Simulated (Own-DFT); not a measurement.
TiO₂ (rutile, strained, atoms displaced) (calculated)

All values are calculated (Own-DFT development build). A calculation, not a measurement: plane-wave PBE density functional theory by an unreviewed code, no spin, of a simulated periodic cell, stress positive in tension, free energy of the whole cell less one offset for each atom, oxygen file: force components 24 meV/angstrom off all-electron in one glass; forces on such cells passed a denser k mesh, this cell's mesh not checked; offsets are fitted by least squares, one for each functional and potential file, so energies compare only between cells with the same atoms and settings and are not formation energies; the far tail of each file's local potential was reset to the Coulomb form; each entry is a single point on an unrelaxed cell, so the pressure reflects the starting lattice, mostly measured values (interpolated for alloys), from which strain is counted, and rises with the displacements; printed positions are rounded, which can move forces by about a meV/angstrom; the program, named Own-DFT, is a retired in-house code; no spin-orbit coupling; before rounding, a Quantum ESPRESSO 7.3.1 run of the same cell and cutoff gave forces within 1 meV/angstrom rms on each cell, which checks the program and not the settings.

Common to all runs: functional PBE; potential files PseudoDojo norm-conserving, scalar-relativistic, standard set; wave cutoff 72 hartree; occupations Fermi-Dirac; smearing width 0.1 eV; k mesh 3 x 3 x 3 centred on Gamma.

(1) TiO₂ (rutile, strained, atoms displaced)

```xyz
72
Lattice="9.2701 -0.1517 0.1469 -0.1517 9.2952 -0.1579 0.1419 -0.1525 8.8997" Properties=species:S:1:pos:R:3 TiO2
Ti    -0.1314     9.2790    -0.1374
Ti     2.2256     2.2324     1.5336
O      1.3532     1.4007     0.0368
O      3.1926     3.1976     0.0216
O      3.7091     0.8368     1.5206
O      0.8613     3.7719     1.4280
Ti     0.1015    -0.0169     2.9500
Ti     2.3788     2.2345     4.4768
O      1.3981     1.3525     2.9760
O      3.1990     3.1052     3.0136
O      3.7473     0.7727     4.5879
O      0.9094     3.5728     4.4336
Ti     9.1550     9.0169     5.9811
Ti     2.4243     2.0409     7.4356
O      1.5717     1.2036     5.8661
O      3.3363     3.0658     5.8201
O      3.7825     0.7346     7.4192
O      0.8939     3.5870     7.3040
Ti    -0.0439     4.5652     0.0229
Ti     2.2238     6.8701     1.4221
O      1.3470     5.8702     8.7983
O      3.0677     7.7982    -0.0701
O      3.6949     5.4748     1.4948
O      0.8403     8.3322     1.4237
Ti     0.0427     4.6827     2.8947
Ti     2.3236     6.8832     4.3035
O      1.4055     5.9283     2.8686
O      3.1154     7.7460     2.9006
O      3.5782     5.3965     4.3568
O      0.8068     8.2872     4.3778
Ti     9.2604     4.4014     5.9865
Ti     2.3485     6.7254     7.3440
O      1.4185     5.9487     5.9305
O      3.1705     7.7097     5.9091
O      3.7087     5.3286     7.3560
O      0.8541     8.2685     7.2688
Ti     4.6736    -0.0323     0.1014
Ti     7.0218     2.1693     1.5319
O      6.2050     1.1530     8.9639
O      7.7594     3.0297     0.1192
O      8.4080     0.7652     1.6974
O      5.4768     3.5976     1.5555
Ti     4.4582     9.1124     2.9429
Ti     6.9640     2.1660     4.6164
O      6.0221     1.3576     3.0378
O      7.8237     2.9940     2.9483
O      8.4405     0.6922     4.4964
O      5.5469     3.5999     4.5158
Ti     4.4484     9.0586     5.8410
Ti     7.0181     2.1029     7.3826
O      6.1093     1.1631     6.0655
O      7.8455     3.0639     5.8875
O      8.4523     0.5625     7.5136
O      5.6568     3.4402     7.4401
Ti     4.6192     4.4726     0.0065
Ti     6.7966     6.7967     1.5258
O      6.0746     5.8073     8.8381
O      7.7330     7.7964     0.0124
O      8.3669     5.4073     1.5247
O      5.5059     8.2938     1.4024
Ti     4.6458     4.4617     3.0167
Ti     6.8871     6.8205     4.3343
O      5.9180     5.9124     2.8993
O      7.7274     7.6941     2.9222
O      8.3384     5.3201     4.4787
O      5.5444     8.2643     4.3705
Ti     4.7030     4.5170     5.9349
Ti     6.9962     6.8048     7.3876
O      6.0656     5.8994     5.9159
O      7.8835     7.6089     5.9691
O      8.4321     5.3168     7.4342
O      5.4290     8.2309     7.3643
```

* free energy of cell above offsets: -15.840 eV
* pressure: 2.14 GPa
* stress xx: -1.91 GPa
* stress yy: -1.77 GPa
* stress zz: -2.73 GPa
* stress yz: -4 GPa
* stress xz: 4.03 GPa
* stress xy: -6.92 GPa

Force:
```csv
element,x (eV/Å),y (eV/Å),z (eV/Å)
Ti,-0.596,-0.971,-0.381
Ti,1.224,0.235,0.153
O,0.419,0.45,-0.354
O,-0.677,-0.7,-0.367
O,-0.208,-0.28,0.576
O,0.893,-1.349,0.066
Ti,-0.754,-0.003,1.312
Ti,-0.759,0.566,0.745
O,0.705,0.285,-0.555
O,0.192,0.075,-1.075
O,0.966,-1.318,-1.043
O,-0.272,0.759,-0.699
Ti,1.303,0.081,-1.254
Ti,-0.468,0.978,-0.91
O,-0.381,0.624,1.294
O,-0.196,0.082,1.387
O,0.012,0.147,0.672
O,0.28,-0.594,0.268
Ti,-0.356,0.359,-2.379
Ti,0.433,-0.301,-2.771
O,1.287,0.636,0.543
O,0.039,-0.008,0.513
O,-0.273,-0.063,-0.322
O,-0.043,-0.211,-0.911
Ti,-1.696,-1.274,0.919
Ti,-1.552,-0.754,2.61
O,0.14,0.674,0.558
O,0.621,0.702,-0.357
O,1.086,0.194,0.746
O,0.798,-0.799,-1.139
Ti,1.182,0.821,1.476
Ti,-0.734,-0.454,0.522
O,-0.188,-0.116,-1.096
O,0.234,-0.002,-1.019
O,0.691,-0.338,0.171
O,0.265,0.128,0.566
Ti,0.573,-0.23,0.349
Ti,-0.783,-0.962,1.72
O,-0.936,-0.543,-0.881
O,1.194,1.298,-1.511
O,0.359,-0.741,-0.775
O,-0.226,0.496,-0.851
Ti,2.028,2.379,-0.928
Ti,-0.373,-1.847,-4.239
O,-0.988,-1.307,0.598
O,0.916,1.34,1.546
O,-0.723,0.349,1.147
O,0.183,0.193,-0.536
Ti,0.903,0.249,0.719
Ti,0.062,-0.651,2.342
O,0.446,0.538,-0.53
O,0.103,-0.261,1.508
O,-0.412,1.34,1.052
O,-0.64,0.923,-0.441
Ti,-0.285,0.612,1.417
Ti,0.341,0.508,-2.681
O,0.235,0.017,0.402
O,-0.207,-0.364,0.015
O,-0.898,0.197,0.747
O,-1.167,0.235,0.472
Ti,-1.167,-0.628,-1.121
Ti,0.518,-0.085,1.642
O,0.743,0.438,1.133
O,0.133,-0.419,0.285
O,-0.196,0.477,-0.438
O,-0.873,-0.181,-0.227
Ti,-0.853,0.206,0.521
Ti,0.266,-0.976,0.993
O,-0.596,-0.194,-0.34
O,-0.917,-0.183,-1.151
O,-1.007,0.137,0.111
O,0.628,-0.62,-0.539
```

(2) TiO₂ (rutile, strained, atoms displaced)

```xyz
72
Lattice="9.2652 -0.0528 0.1384 -0.0528 9.1469 0.0279 0.1337 0.0269 9.0157" Properties=species:S:1:pos:R:3 TiO2
Ti     9.3100     9.0973     9.1126
Ti     2.2378     2.2882     1.5285
O      1.4592     1.3583     0.0620
O      3.2236     3.1360     0.1090
O      3.7228     0.8874     1.6521
O      0.9551     3.6196     1.6088
Ti     0.0050     9.1285     3.1101
Ti     2.3354     2.2614     4.5331
O      1.3817     1.3881     3.1363
O      3.2596     3.2152     3.0435
O      3.9143     0.9276     4.5401
O      0.9272     3.5411     4.5741
Ti     9.3266    -0.0211     6.1297
Ti     2.4101     2.4112     7.5950
O      1.5062     1.3763     6.1166
O      3.2458     3.1738     6.0527
O      3.8415     0.9584     7.6251
O      1.0398     3.7454     7.5502
Ti     9.2222     4.5581     0.1986
Ti     2.2940     6.8414     1.5051
O      1.4769     6.0054     9.0313
O      3.2475     7.7475     0.1425
O      3.5995     5.4641     1.6515
O      0.9087     8.2759     1.5630
Ti     0.0400     4.5299     2.9518
Ti     2.2707     6.8347     4.5347
O      1.3807     5.9014     3.0530
O      3.2452     7.7196     3.0089
O      3.7789     5.3840     4.6971
O      0.9309     8.2656     4.4736
Ti     0.1532     4.5396     6.0555
Ti     2.4297     6.9055     7.5617
O      1.5017     5.8994     6.0647
O      3.3082     7.7365     5.9946
O      3.9851     5.5426     7.6768
O      0.8708     8.2648     7.5083
Ti     4.7118    -0.0003     0.1510
Ti     6.9223     2.2129     1.6557
O      6.0248     1.4074     0.0993
O      7.9068     3.1384     9.1281
O      8.4130     0.8387     1.6859
O      5.5367     3.6195     1.6406
Ti     4.7076     9.1058     3.2134
Ti     7.0019     2.1945     4.7033
O      6.0950     1.2615     3.0004
O      7.8701     3.1146     3.1945
O      8.3542     0.9386     4.6897
O      5.5845     3.7470     4.6482
Ti     4.6952     9.0853     6.0914
Ti     7.0481     2.2362     7.6113
O      6.1852     1.3286     6.1354
O      7.9869     3.0965     6.0896
O      8.4241     0.8743     7.7212
O      5.6323     3.7480     7.7604
Ti     4.6631     4.5377     9.0751
Ti     6.9674     6.7816     1.6149
O      6.0140     6.0189     0.1153
O      7.8757     7.6175     0.2352
O      8.3324     5.4020     1.6605
O      5.5775     8.2479     1.5820
Ti     4.7007     4.5805     3.1618
Ti     7.0030     6.8438     4.5813
O      5.9298     5.8125     3.0305
O      7.9021     7.7594     3.1512
O      8.4132     5.3886     4.6531
O      5.5780     8.2053     4.6144
Ti     4.6066     4.5822     6.0995
Ti     6.9261     6.7978     7.5924
O      6.1630     5.8847     6.1069
O      7.8832     7.7502     6.2090
O      8.4685     5.4705     7.6532
O      5.6716     8.3576     7.6436
```

- free energy of cell above offsets: -15.916 eV
- pressure: 1.32 GPa
- stress xx: -2.09 GPa
- stress yy: -3.87 GPa
- stress zz: 1.99 GPa
- stress yz: 1.24 GPa
- stress xz: 3.46 GPa
- stress xy: -2.39 GPa

Force:
```csv
element,x (eV/Å),y (eV/Å),z (eV/Å)
Ti,0.032,0.178,2.445
Ti,2.12,-1.955,1.101
O,-0.613,0.185,-0.406
O,-0.592,0.356,-0.391
O,0.409,-0.318,-0.471
O,-1.285,1.176,-1.181
Ti,0.122,1.012,-3.281
Ti,0.472,0.379,-0.683
O,0.722,0.264,-0.326
O,-1.147,-1.126,0.679
O,-0.325,-0.214,0.946
O,-0.129,1.14,-0.132
Ti,0.301,0.504,0.678
Ti,0.905,-2.154,-0.358
O,-0.411,-0.367,-0.24
O,0.553,0.484,0.52
O,0.367,-0.639,-0.897
O,-0.356,-0.097,0.639
Ti,-1.279,-0.226,-1.701
Ti,0.832,0.395,1.071
O,0.326,-0.044,-0.615
O,-1.047,-0.664,-1.582
O,0.53,-0.336,-0.639
O,-0.273,-0.126,0.176
Ti,-1.068,-0.19,2.39
Ti,0.671,-0.041,-1.516
O,0.363,0.532,0.778
O,-0.487,-0.496,1.4
O,-1.186,1.528,-0.343
O,0.094,-0.464,1.692
Ti,-1.364,0.069,-0.875
Ti,0.157,0.371,0.507
O,0.792,1.047,0.286
O,-0.68,-0.281,0.764
O,-2.264,1.212,-0.955
O,1.244,-0.709,-0.254
Ti,-1.052,0.86,0.53
Ti,0.489,0.875,-0.408
O,-0.021,-0.374,-0.004
O,1.447,0.908,-0.208
O,-0.157,0.167,-0.567
O,-0.065,0.235,-0.206
Ti,-1.647,0.184,-2.648
Ti,0.115,1.784,-1.261
O,0.316,0.427,1.464
O,0.026,0.214,-0.484
O,1.26,-1.781,0.062
O,0.368,-1.23,0.52
Ti,-0.806,1.224,2.066
Ti,-0.103,1.101,1.243
O,-0.755,0.023,0.231
O,-0.714,0.105,0.713
O,0.408,-0.323,-0.695
O,0.545,-1.183,-1.3
Ti,1.246,0.017,2.297
Ti,-1.102,0.938,-1.321
O,-0.142,-0.473,0.573
O,0.287,0.7,-0.602
O,0.713,-0.735,0.147
O,0.121,-0.364,0.312
Ti,-1.815,-2.493,-1.162
Ti,1.052,-1.238,1.036
O,3.217,3.539,0.731
O,-1.469,-1.505,0.529
O,-0.235,0.695,0.008
O,0.606,-0.679,0.516
Ti,0.974,-0.882,-0.383
Ti,0.193,-0.375,0.396
O,-0.005,0.878,0.087
O,0.04,0.049,-1.309
O,0.285,-0.705,0.507
O,-0.125,-0.966,-0.636
```

(3) TiO₂ (rutile, strained, atoms displaced)

```xyz
72
Lattice="9.3330 -0.0038 -0.0290 -0.0038 9.1946 0.0783 -0.0280 0.0757 8.7422" Properties=species:S:1:pos:R:3 TiO2
Ti    -0.0220     0.1218     8.7218
Ti     2.3254     2.2813     1.5064
O      1.4418     1.4354     0.0258
O      3.3151     3.1522     0.0212
O      3.7173     0.9094     1.5021
O      0.8960     3.6845     1.4695
Ti     0.0596     9.1991     3.0413
Ti     2.2525     2.4085     4.3692
O      1.4375     1.4243     2.9615
O      3.1803     3.1999     2.8979
O      3.8120     1.0153     4.4014
O      0.8986     3.7267     4.3455
Ti     9.2816     9.2132     5.8773
Ti     2.3754     2.3542     7.3075
O      1.4556     1.4594     5.9190
O      3.2511     3.2319     5.8774
O      3.7499     0.9418     7.1918
O      0.8459     3.8141     7.3980
Ti     9.2440     4.6278     0.0432
Ti     2.3109     6.8641     1.5055
O      1.4427     6.0729     8.7399
O      3.1265     7.8130     0.1244
O      3.7281     5.5255     1.5608
O      0.8494     8.3464     1.4600
Ti     9.2085     4.5265     2.8732
Ti     2.3246     6.9901     4.4563
O      1.5412     6.0168     2.9728
O      3.1858     7.7598     3.0523
O      3.7136     5.5915     4.3339
O      0.9465     8.3256     4.4782
Ti     0.0722     4.7407     5.8202
Ti     2.3078     7.0349     7.3698
O      1.4235     6.0187     5.8106
O      3.1301     7.8431     6.0376
O      3.7492     5.5348     7.3605
O      0.9362     8.3208     7.3692
Ti     4.6732     9.2254     8.7983
Ti     7.0655     2.3180     1.4773
O      6.0192     1.4693     0.0063
O      7.8935     3.2633     8.7354
O      8.4680     0.8955     1.3525
O      5.5682     3.6886     1.5265
Ti     4.5531     0.0547     2.7981
Ti     6.9471     2.2245     4.4602
O      6.1291     1.3942     2.8300
O      7.9266     3.2142     2.9769
O      8.3632     0.9464     4.3607
O      5.4966     3.7460     4.3597
Ti     4.5159     9.1965     5.9374
Ti     7.0150     2.3704     7.2600
O      6.0802     1.4972     5.7807
O      7.9183     3.2312     5.8127
O      8.4078     0.8599     7.2610
O      5.6170     3.7689     7.2911
Ti     4.6158     4.6381     8.7523
Ti     6.9759     6.9104     1.4685
O      6.0252     6.1176     8.7666
O      7.8271     7.7023     0.0731
O      8.3887     5.5024     1.5151
O      5.5756     8.2859     1.5037
Ti     4.7167     4.6000     2.9174
Ti     6.9628     6.9029     4.4748
O      6.1237     5.9937     2.9499
O      7.9325     7.8381     2.8617
O      8.3445     5.5301     4.3747
O      5.4974     8.2776     4.4259
Ti     4.6577     4.6580     5.8769
Ti     6.9371     6.9646     7.3785
O      6.0215     5.9772     5.8845
O      8.0006     7.8573     5.9476
O      8.3336     5.5843     7.3228
O      5.6164     8.4225     7.3568
```

- free energy of cell above offsets: -16.480 eV
- pressure: 7.98 GPa
- stress xx: -4.8 GPa
- stress yy: -6.83 GPa
- stress zz: -12.3 GPa
- stress yz: 3.41 GPa
- stress xz: 0.12 GPa
- stress xy: -0.69 GPa

Force:
```csv
element,x (eV/Å),y (eV/Å),z (eV/Å)
Ti,0.752,-0.241,0.915
Ti,-0.518,1.145,-0.766
O,-0.226,-0.595,-0.255
O,0.016,0.129,0.346
O,-0.165,-0.016,-1.517
O,-0.383,0.289,0.383
Ti,-1.008,-0.799,-1.596
Ti,0.948,-0.09,1.106
O,-0.56,-0.714,-0.061
O,0.406,0.31,0.329
O,-0.259,-0.642,-0.402
O,-0.218,0.299,0.808
Ti,0.54,0.127,0.572
Ti,-1.018,0.626,-0.311
O,-0.634,-0.235,-0.738
O,-0.175,0.425,-0.29
O,-0.207,0.274,1.668
O,0.224,-0.121,-0.803
Ti,1.306,-0.184,-1.714
Ti,-0.722,-1.214,1.044
O,-1.051,-0.737,1.024
O,2.164,1.536,-0.91
O,0.499,-0.263,-1.319
O,0.723,-0.688,1.299
Ti,0.944,0.511,0.493
Ti,0.636,-2.018,-1.505
O,-1.843,-0.431,0.309
O,1.414,2.392,-1.504
O,0.753,-0.68,1.299
O,-0.972,0.962,-0.255
Ti,-0.309,-0.508,1.259
Ti,-1.3,-1.587,1.866
O,-0.582,-0.413,1.045
O,2.14,1.525,-2.286
O,-0.054,0.144,-0.225
O,-0.864,0.653,-0.243
Ti,0.546,0.527,-0.197
Ti,-0.783,-0.651,0.231
O,0.073,-0.709,-0.091
O,-0.118,0.011,-0.256
O,-0.645,0.827,0.868
O,0.444,0.04,-0.778
Ti,1.391,-1.007,3.57
Ti,0.209,1.292,-1.922
O,-0.313,-0.215,0.409
O,-0.244,-0.158,-0.724
O,1.14,-0.883,-0.255
O,0.646,-0.753,0.876
Ti,0.919,-0.118,-2.888
Ti,-0.072,0.589,0.497
O,-0.987,-1.237,1.775
O,-0.271,-0.291,0.224
O,-0.997,1.231,-0.549
O,-0.249,-0.023,0.361
Ti,-0.142,0.024,0.597
Ti,-0.046,-0.135,1.961
O,-0.662,-0.909,0.031
O,1.573,1.575,-0.863
O,0.073,0.036,-0.311
O,-1.058,0.694,-0.229
Ti,-0.58,0.844,0.746
Ti,-0.708,0.641,-1.458
O,-0.053,0.182,0.511
O,-0.011,0.114,1.106
O,0.689,-0.109,0.238
O,0.531,-0.15,0.444
Ti,-0.843,-0.054,-1.438
Ti,0.617,-0.7,-0.262
O,1.039,1.362,-0.231
O,-1.289,-0.856,-0.873
O,0.413,-0.221,-0.403
O,-0.627,0.019,0.221
```
